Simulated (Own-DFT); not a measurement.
# Computed records: AlN (wurtzite, atoms displaced)

A calculation, not a measurement: plane-wave PBE density functional theory by an unreviewed code, no spin, of a simulated periodic cell, stress positive in tension, free energy of the whole cell less one offset for each atom, forces on such cells passed a denser k mesh, this cell's mesh not checked; offsets are fitted by least squares, one for each functional and potential file, so energies compare only between cells with the same atoms and settings and are not formation energies; the far tail of each file's local potential was reset to the Coulomb form; each entry is a single point on an unrelaxed cell, so the pressure reflects the starting lattice, mostly measured values (interpolated for alloys), from which strain is counted, and rises with the displacements; printed positions are rounded, which can move forces by about a meV/angstrom; the program, named Own-DFT, is a retired in-house code; no spin-orbit coupling. Program: Own-DFT development build.

Common to all runs: functional PBE; potential files PseudoDojo norm-conserving, scalar-relativistic, standard set; wave cutoff 42 hartree; occupations Fermi-Dirac; smearing width 0.1 eV; hardware one NVIDIA H100; k mesh 2 x 2 x 2 centred on Gamma.

(1) AlN (wurtzite, atoms displaced)

```xyz
128
Lattice="12.4480 0.0000 0.0000 -6.2240 10.7803 0.0000 0.0000 0.0000 9.9640" Properties=species:S:1:pos:R:3 AlN
Al     0.0202     1.7946     0.0036
Al     1.5443     0.9249     2.4984
N     -0.0175     1.8366     1.8822
N      1.5777     0.9031     4.3942
Al    -0.0230     1.7905     4.9711
Al     1.5882     0.8660     7.4886
N     -0.0013     1.7851     6.8654
N      1.5624     0.8959     9.3772
Al    -1.5563     4.4962     0.0027
Al     0.0328     3.6295     2.4904
N     -1.5521     4.5144     1.9187
N     -0.0195     3.5739     4.3975
Al    -1.5950     4.4819     5.0174
Al     0.0129     3.5704     7.4636
N     -1.5685     4.5030     6.8302
N     -0.0184     3.5590     9.3831
Al    -3.1381     7.1802     9.9450
Al    -1.5658     6.2971     2.4724
N     -3.1025     7.2352     1.9192
N     -1.5523     6.2999     4.3726
Al    -3.0990     7.1968     5.0125
Al    -1.5320     6.2805     7.4672
N     -3.1254     7.2142     6.8860
N     -1.5976     6.3079     9.3613
Al    -4.6774     9.8767     9.9455
Al    -3.1033     8.9609     2.4819
N     -4.6740     9.9083     1.9048
N     -3.0856     8.9991     4.3564
Al    -4.6495     9.8507     5.0151
Al    -3.1215     8.9614     7.4767
N     -4.6386     9.9093     6.8906
N     -3.1155     9.0292     9.3674
Al     3.0962     1.8233     0.0105
Al     4.6687     0.9007     2.5034
N      3.0984     1.8323     1.9097
N      4.6890     0.8956     4.4147
Al     3.1529     1.7368     4.9736
Al     4.6756     0.9100     7.4752
N      3.1276     1.7990     6.8739
N      4.6607     0.9363     9.3974
Al     1.5430     4.4689     0.0035
Al     3.1233     3.5991     2.4694
N      1.5844     4.5118     1.9136
N      3.1418     3.6081     4.4307
Al     1.5839     4.5217     4.9796
Al     3.1039     3.5615     7.4773
N      1.5576     4.4782     6.8690
N      3.0769     3.5973     9.4029
Al     0.0106     7.2034     0.0076
Al     1.5443     6.2888     2.4554
N     -0.0261     7.1344     1.9237
N      1.5458     6.3067     4.4319
Al    -0.0064     7.1644     4.9569
Al     1.5586     6.3191     7.4529
N     -0.0202     7.1698     6.9020
N      1.5393     6.3099     9.3893
Al    -1.5984     9.8510     9.9536
Al    -0.0062     8.9784     2.4965
N     -1.5949     9.8808     1.8870
N      0.0304     8.9971     4.3815
Al    -1.5369     9.8938     4.9912
Al    -0.0095     8.9812     7.5136
N     -1.5293     9.9076     6.8904
N      0.0036     8.9640     9.3980
Al     6.2400     1.8413     9.9491
Al     7.7538     0.9135     2.4937
N      6.2228     1.8235     1.8889
N      7.7744     0.8781     4.4337
Al     6.2397     1.8009     5.0029
Al     7.7582     0.8872     7.4635
N      6.2033     1.8243     6.8459
N      7.7893     0.8888     9.4152
Al     4.6679     4.4829     0.0156
Al     6.2186     3.5798     2.4496
N      4.6559     4.5249     1.9023
N      6.1991     3.5980     4.4343
Al     4.6517     4.4812     4.9513
Al     6.2298     3.6130     7.4651
N      4.6639     4.4870     6.8703
N      6.2054     3.5667     9.3940
Al     3.0703     7.1838     0.0082
Al     4.6439     6.2949     2.4663
N      3.0914     7.1875     1.8855
N      4.6782     6.3080     4.3941
Al     3.0875     7.2008     4.9797
Al     4.6660     6.2956     7.4832
N      3.1167     7.1578     6.8866
N      4.6821     6.2996     9.3903
Al     1.5610     9.8620     0.0089
Al     3.1268     8.9981     2.5105
N      1.5724     9.8871     1.9009
N      3.1258     8.9719     4.3927
Al     1.5592     9.8675     4.9733
Al     3.1435     9.0158     7.4730
N      1.5895     9.8652     6.9074
N      3.1191     8.9850     9.4017
Al     9.3541     1.7867     0.0056
Al    10.8762     0.9229     2.5353
N      9.3255     1.7910     1.9172
N     10.8816     0.9147     4.4109
Al     9.3461     1.7907     4.9880
Al    10.8886     0.9075     7.4557
N      9.3145     1.8018     6.8716
N     10.9041     0.8994     9.3688
Al     7.7970     4.4783     0.0324
Al     9.3306     3.6091     2.4863
N      7.7668     4.4831     1.8698
N      9.3072     3.5765     4.4034
Al     7.7745     4.4777     4.9897
Al     9.3574     3.5884     7.5072
N      7.8237     4.4968     6.9185
N      9.3587     3.5763     9.3747
Al     6.1946     7.2221     0.0188
Al     7.7536     6.2738     2.5003
N      6.2169     7.1990     1.9078
N      7.7873     6.2777     4.4092
Al     6.2114     7.1684     4.9574
Al     7.7732     6.2884     7.4329
N      6.2207     7.1707     6.8672
N      7.7727     6.2751     9.4010
Al     4.7062     9.9454     0.0089
Al     6.2284     8.9988     2.4649
N      4.6381     9.8926     1.8891
N      6.2382     8.9796     4.3982
Al     4.6482     9.8479     5.0024
Al     6.2286     9.0088     7.4789
N      4.6318     9.8865     6.8665
N      6.2430     9.0062     9.3665
```

It finds free energy of cell above offsets -62.317 eV; pressure 3.78 GPa; stress xx -3.86 GPa; stress yy -3.91 GPa; stress zz -3.58 GPa; stress yz -0.2 GPa; stress xz 0.03 GPa; stress xy -0.28 GPa; wall time 347.1 s.

Force:
```
element  x (eV/Å)  y (eV/Å)  z (eV/Å)
     Al    -0.355    -0.213    -0.057
     Al    -0.006    -0.178    -0.003
      N     0.139    -0.394     0.513
      N    -0.427    -0.382     0.122
     Al     0.878     0.096     0.127
     Al    -0.304     1.153    -0.306
      N     0.218    -0.254     0.392
      N    -0.041      0.06    -0.012
     Al      0.04     0.129     0.169
     Al    -0.617    -0.299     0.365
      N    -0.132    -0.299    -0.432
      N     0.307      0.68    -0.069
     Al      0.53     0.151    -1.536
     Al    -0.196     0.313    -0.233
      N     0.308    -0.315     1.702
      N     0.205     0.762    -0.322
     Al     0.005     0.463     0.443
     Al    -0.457    -0.118     0.491
      N    -0.589    -1.406    -0.687
      N     -0.38    -0.365     0.417
     Al    -0.022     0.046    -0.869
     Al    -0.768    -0.001     0.067
      N     0.367    -0.551     0.106
      N     0.786    -0.337     0.181
     Al     0.407     0.509     0.695
     Al    -0.547     1.062     0.165
      N     0.098    -0.228    -0.345
      N    -0.119    -0.259     0.995
     Al    -0.057     0.616    -0.943
     Al     0.566     0.823     0.019
      N    -0.422    -0.905     0.072
      N    -0.506    -1.182    -0.248
     Al     0.296    -0.537     0.058
     Al    -0.181     0.001    -0.371
      N     0.267    -0.514      0.05
      N      0.34    -0.167    -0.603
     Al    -0.769     1.327     0.216
     Al    -0.057     0.212     0.357
      N    -0.214    -0.508     0.205
      N     0.154    -0.568    -0.272
     Al    -0.244     0.669    -0.096
     Al    -0.013     0.202     0.942
      N    -0.309    -0.238    -0.288
      N    -0.786    -0.758    -1.045
     Al    -0.515    -0.895      0.04
     Al     0.223     0.689    -0.204
      N    -0.053     0.349     0.558
      N     0.538     0.127     -0.45
     Al     -0.69    -0.619     0.113
     Al     0.227     0.177     0.867
      N     0.499     1.141    -0.505
      N     0.217    -0.179    -1.012
     Al    -0.198     0.599     0.484
     Al    -0.101    -0.798     0.355
      N     0.359     0.634    -0.502
      N    -0.098    -0.734    -0.341
     Al     0.976     1.209     0.263
     Al    -0.011     0.064    -0.387
      N     0.833      0.11      0.19
      N    -0.551    -0.471     0.216
     Al     0.084    -0.374    -0.137
     Al     0.425    -0.096    -0.559
      N    -0.407    -0.558     0.138
      N    -0.331     0.493    -0.007
     Al     -0.28    -1.432     0.287
     Al     0.331    -0.302      0.18
      N    -0.228    -0.547     0.236
      N     0.166      0.28    -0.663
     Al    -0.147     0.115    -0.503
     Al     0.148     0.256     0.291
      N     0.486    -0.371     1.154
      N     -0.18     0.183    -0.752
     Al    -0.193     0.378     -0.42
     Al    -0.216     0.575     1.028
      N     0.351    -0.591    -0.042
      N     0.629     -0.16    -1.109
     Al     0.402     0.697     0.752
     Al    -0.114     0.015     0.041
      N    -0.005     0.147     0.455
      N     0.477      1.14     -0.45
     Al     0.885     0.257    -0.307
     Al     0.163     0.365     0.522
      N     0.027     0.247     0.468
      N    -0.716    -0.342    -0.472
     Al     0.673    -0.467     0.215
     Al     0.076    -0.486    -0.101
      N     0.025     0.991    -0.042
      N    -0.577    -0.176    -0.017
     Al     0.118     0.369     0.052
     Al    -0.372    -0.305    -0.541
      N    -0.516    -0.138     0.367
      N    -0.327     0.193     0.029
     Al     0.195      0.11     0.468
     Al     -0.67    -1.121     0.685
      N    -0.788     0.054    -0.324
      N     0.425      0.15    -0.439
     Al    -0.157    -0.117     0.169
     Al      0.23    -0.161     -0.64
      N     0.003     0.355    -0.057
      N     0.034    -0.834    -0.012
     Al    -0.571     0.096     0.008
     Al    -0.134     0.086     0.085
      N      0.28    -0.074     0.481
      N     0.108     0.443    -0.291
     Al    -0.309     0.138    -1.188
     Al     0.189    -0.312     0.254
      N      0.19      0.15     0.946
      N     0.196     0.199    -0.375
     Al    -0.132      0.06     0.302
     Al    -0.137    -0.024    -0.598
      N    -0.513     -0.19    -0.394
      N    -0.223     0.138     0.436
     Al     0.562    -0.564    -0.294
     Al     0.549     0.461    -0.114
      N    -0.082    -0.022     0.027
      N     0.059     0.021    -0.164
     Al     0.279     0.317     0.277
     Al     0.005         0     0.902
      N     0.006      0.71     0.211
      N    -0.346     0.273    -0.493
     Al    -0.824    -1.115    -0.038
     Al    -0.119     0.179     0.572
      N     0.785     0.323     0.455
      N    -0.236     0.098    -0.033
     Al     0.672     0.545    -0.592
     Al    -0.125    -0.494    -0.505
      N     1.152     0.172     0.375
      N    -0.465    -0.109    -0.011
```

(2) AlN (wurtzite, atoms displaced)

```xyz
128
Lattice="12.4480 0.0000 0.0000 -6.2240 10.7803 0.0000 0.0000 0.0000 9.9640" Properties=species:S:1:pos:R:3 AlN
Al     0.0394     1.7700     9.9454
Al     1.5384     0.8901     2.5042
N     -0.0134     1.8092     1.9010
N      1.5449     0.8760     4.4093
Al     0.0288     1.7994     4.9525
Al     1.5833     0.8497     7.4667
N     -0.0008     1.8033     6.9037
N      1.5453     0.8602     9.3889
Al    -1.5687     4.4971     0.0289
Al     0.0089     3.6001     2.4987
N     -1.5596     4.4836     1.9107
N      0.0166     3.6129     4.3927
Al    -1.5727     4.4990     4.9752
Al    -0.0097     3.6075     7.4710
N     -1.5297     4.5008     6.9108
N     -0.0036     3.5932     9.3993
Al    -3.0987     7.1838     0.0105
Al    -1.5680     6.3026     2.4870
N     -3.1151     7.1506     1.9100
N     -1.5704     6.2799     4.3749
Al    -3.1059     7.1638     4.9691
Al    -1.5778     6.2731     7.4958
N     -3.1351     7.1644     6.9065
N     -1.5815     6.2995     9.3626
Al    -4.6872     9.8864     0.0326
Al    -3.0896     9.0321     2.5030
N     -4.6780     9.8546     1.9083
N     -3.0968     9.0005     4.3926
Al    -4.6104     9.8971     4.9785
Al    -3.1249     9.0017     7.4932
N     -4.6607     9.8716     6.8795
N     -3.1583     8.9605     9.3684
Al     3.1116     1.8037     9.9469
Al     4.6401     0.9128     2.5380
N      3.0856     1.7987     1.9070
N      4.6717     0.8806     4.3559
Al     3.0870     1.7920     4.9852
Al     4.6966     0.9287     7.4442
N      3.1018     1.7843     6.8961
N      4.6769     0.8935     9.3706
Al     1.5298     4.5213     0.0098
Al     3.1163     3.5681     2.4886
N      1.5693     4.5240     1.8995
N      3.0957     3.5672     4.4140
Al     1.5517     4.4752     4.9708
Al     3.1490     3.6139     7.4867
N      1.5467     4.5220     6.9151
N      3.0794     3.5698     9.3582
Al     0.0058     7.1565     9.9384
Al     1.5668     6.3039     2.5152
N     -0.0058     7.1815     1.9347
N      1.5537     6.2590     4.3468
Al     0.0071     7.2145     4.9546
Al     1.5612     6.2767     7.4914
N      0.0210     7.2000     6.8814
N      1.5587     6.2849     9.3834
Al    -1.5535     9.8857     9.9566
Al    -0.0113     8.9870     2.4829
N     -1.5585     9.8464     1.9131
N      0.0090     8.9700     4.4112
Al    -1.5396     9.9040     4.9891
Al     0.0091     8.9745     7.4461
N     -1.5844     9.8676     6.8802
N      0.0326     8.9938     9.3657
Al     6.2412     1.8190     0.0190
Al     7.8101     0.8967     2.5287
N      6.2009     1.7699     1.8800
N      7.7856     0.9222     4.4019
Al     6.2440     1.8070     4.9817
Al     7.7676     0.9095     7.4693
N      6.2505     1.7967     6.9253
N      7.8014     0.8863     9.3567
Al     4.6711     4.4927     9.9407
Al     6.2094     3.6100     2.5214
N      4.6589     4.4848     1.9119
N      6.2190     3.6339     4.3889
Al     4.6644     4.4978     4.9870
Al     6.2104     3.5950     7.4788
N      4.6463     4.4643     6.8609
N      6.2055     3.6266     9.4036
Al     3.1483     7.1741     0.0014
Al     4.6938     6.3169     2.5000
N      3.1043     7.2168     1.8650
N      4.6311     6.3289     4.3916
Al     3.1420     7.1741     5.0039
Al     4.6629     6.3307     7.4954
N      3.0848     7.1732     6.9095
N      4.6652     6.3023     9.4077
Al     1.6050     9.8640     0.0486
Al     3.1214     8.9849     2.5030
N      1.5394     9.8489     1.9200
N      3.1116     8.9921     4.4112
Al     1.5690     9.8730     4.9694
Al     3.0804     9.0054     7.4377
N      1.5527     9.8919     6.8609
N      3.0930     8.9822     9.3382
Al     9.3177     1.7877     9.9319
Al    10.8830     0.8610     2.5173
N      9.3157     1.8043     1.8933
N     10.8951     0.8842     4.4054
Al     9.3429     1.7878     4.9493
Al    10.8864     0.8728     7.4680
N      9.3368     1.7769     6.8806
N     10.9044     0.8960     9.4099
Al     7.7912     4.5100     9.9422
Al     9.3428     3.5851     2.4741
N      7.8112     4.5080     1.8995
N      9.3096     3.6060     4.3701
Al     7.7476     4.4839     4.9657
Al     9.3757     3.5607     7.4703
N      7.7859     4.5057     6.8805
N      9.3154     3.5638     9.3996
Al     6.2363     7.1835     0.0101
Al     7.7511     6.3375     2.4851
N      6.2251     7.1781     1.8925
N      7.7824     6.3034     4.3588
Al     6.2282     7.1666     4.9718
Al     7.7862     6.3216     7.4436
N      6.2596     7.1804     6.8925
N      7.7546     6.2784     9.3694
Al     4.6692     9.8844     0.0017
Al     6.2193     8.9695     2.5065
N      4.6962     9.8444     1.9082
N      6.1963     9.0032     4.3882
Al     4.6715     9.8752     4.9510
Al     6.2380     8.9860     7.4582
N      4.6615     9.9071     6.8606
N      6.2241     9.0028     9.4085
```

It finds free energy of cell above offsets -62.211 eV; pressure 3.8 GPa; stress xx -4.28 GPa; stress yy -3.47 GPa; stress zz -3.64 GPa; stress yz 0.15 GPa; stress xz 0.38 GPa; stress xy 0.4 GPa; wall time 357.5 s.

Force:
```
element  x (eV/Å)  y (eV/Å)  z (eV/Å)
     Al    -0.826     0.657     0.363
     Al    -0.164     0.009    -0.373
      N     0.167    -0.485     0.333
      N     0.421     0.359    -0.389
     Al    -0.733     0.149     0.855
     Al    -0.711      0.89     0.357
      N     0.267    -0.296     -0.42
      N     0.692     0.336     -0.37
     Al     0.059    -0.393    -0.302
     Al     0.006     0.188    -0.424
      N     0.244     0.256     0.097
      N    -0.556    -0.508     0.049
     Al     0.166    -0.114     0.112
     Al     0.625    -0.385     0.494
      N    -0.643     -0.17    -0.651
      N    -0.157     0.028    -0.261
     Al    -0.781    -0.013     0.023
     Al      0.16    -0.507     0.034
      N    -0.099     1.208     -0.11
      N      0.35     0.232     0.414
     Al    -0.062     0.504     0.284
     Al     0.471     0.572    -0.581
      N     0.742      0.75    -0.709
      N     0.467    -0.424     0.441
     Al     0.284    -0.421    -0.228
     Al    -0.548    -1.339    -0.196
      N     0.157     0.475      0.42
      N     0.202    -0.346     0.081
     Al    -1.128    -0.729     0.121
     Al     0.165    -0.717    -0.191
      N    -0.066    -0.111    -0.258
      N     0.666     0.515     0.427
     Al    -0.012    -0.512     0.164
     Al     0.377    -0.416    -1.681
      N     0.158    -0.402    -0.054
      N     0.046     0.737      1.49
     Al     0.407    -0.124     0.234
     Al    -0.623    -0.828     0.723
      N     0.447     0.264    -0.311
      N    -0.028     0.333    -0.132
     Al     0.293    -0.628    -0.041
     Al    -0.354     0.712     0.065
      N    -0.019    -0.538     0.207
      N     0.429     0.243    -0.351
     Al     0.123     0.551     0.614
     Al    -1.466    -0.544    -0.265
      N      0.41    -0.728    -0.654
      N     0.515     0.716      0.41
     Al    -0.085     0.837     0.569
     Al    -0.023     -0.03    -0.933
      N     0.043      0.07    -0.695
      N     0.381     0.615      1.31
     Al    -0.041    -1.101     0.413
     Al    -0.488     0.293    -0.033
      N      -0.5    -0.532    -0.117
      N     0.263     0.163    -0.081
     Al      0.05    -0.327    -0.107
     Al     0.038    -0.473     0.268
      N     0.103     1.096    -0.304
      N    -0.087     0.816    -0.473
     Al    -0.074    -0.695     0.036
     Al    -0.148     0.299     0.481
      N     0.568     0.567     0.031
      N    -0.387    -0.276     0.183
     Al    -0.134    -0.481    -0.431
     Al    -0.858    -0.003    -0.906
      N      0.38     0.421     1.116
      N    -0.154    -0.505      0.03
     Al    -0.393     0.131     0.107
     Al     0.692    -0.582     0.237
      N    -0.479      0.44     -1.13
      N    -0.536    -0.038     0.354
     Al    -0.641    -0.041     0.733
     Al     0.611    -0.254    -1.178
      N      0.06      0.38    -0.022
      N     -0.44    -0.816     0.314
     Al     -0.52     0.099    -0.333
     Al     0.552     0.424     0.219
      N     0.767     1.021     0.447
      N     0.389    -0.527      -0.7
     Al    -1.036     0.625    -0.166
     Al    -0.984     -0.48    -0.478
      N     0.462    -0.351     0.814
      N     1.093    -0.912     0.039
     Al    -1.447     0.357    -0.037
     Al     0.207    -0.629    -0.132
      N      0.68     0.401    -0.393
      N     0.418    -0.374    -0.691
     Al    -0.876     0.275    -0.838
     Al    -0.141    -0.248     -0.08
      N     0.645     0.742     0.367
      N      0.08    -0.398    -0.278
     Al    -0.292     0.254     0.189
     Al     0.456    -0.148     0.349
      N    -0.274      0.23    -0.149
      N     0.783     -0.14     0.369
     Al     0.521    -0.161     0.615
     Al     0.128     0.656    -0.774
      N     0.461    -0.646     0.188
      N     0.104     0.325    -0.316
     Al     0.187     0.508     0.643
     Al     0.284     0.591      0.35
      N     0.035     0.177    -0.273
      N    -0.185    -0.051    -0.607
     Al    -0.239     -0.22     0.554
     Al    -0.215     0.328    -0.006
      N    -0.844    -0.017     0.075
      N     0.347    -0.364     0.421
     Al     0.903     0.584     0.299
     Al    -0.659     0.481     0.137
      N    -0.052    -0.401    -0.033
      N      0.43     0.599    -0.632
     Al    -0.019     0.279    -0.266
     Al     0.871    -1.134    -0.237
      N     -0.24      0.44     0.196
      N    -0.363    -0.201     0.588
     Al     0.021     0.709     0.159
     Al    -0.027    -1.067     0.856
      N    -1.097     0.321    -0.412
      N     0.541     0.436    -0.164
     Al    -0.259    -0.151    -0.123
     Al     0.301     -0.04    -0.107
      N    -0.692     0.507     0.022
      N     1.036    -0.579     0.249
     Al    -0.086     0.205     0.681
     Al    -0.441      0.19     0.388
      N      0.17    -0.966     0.095
      N    -0.142     -0.54    -0.716
```
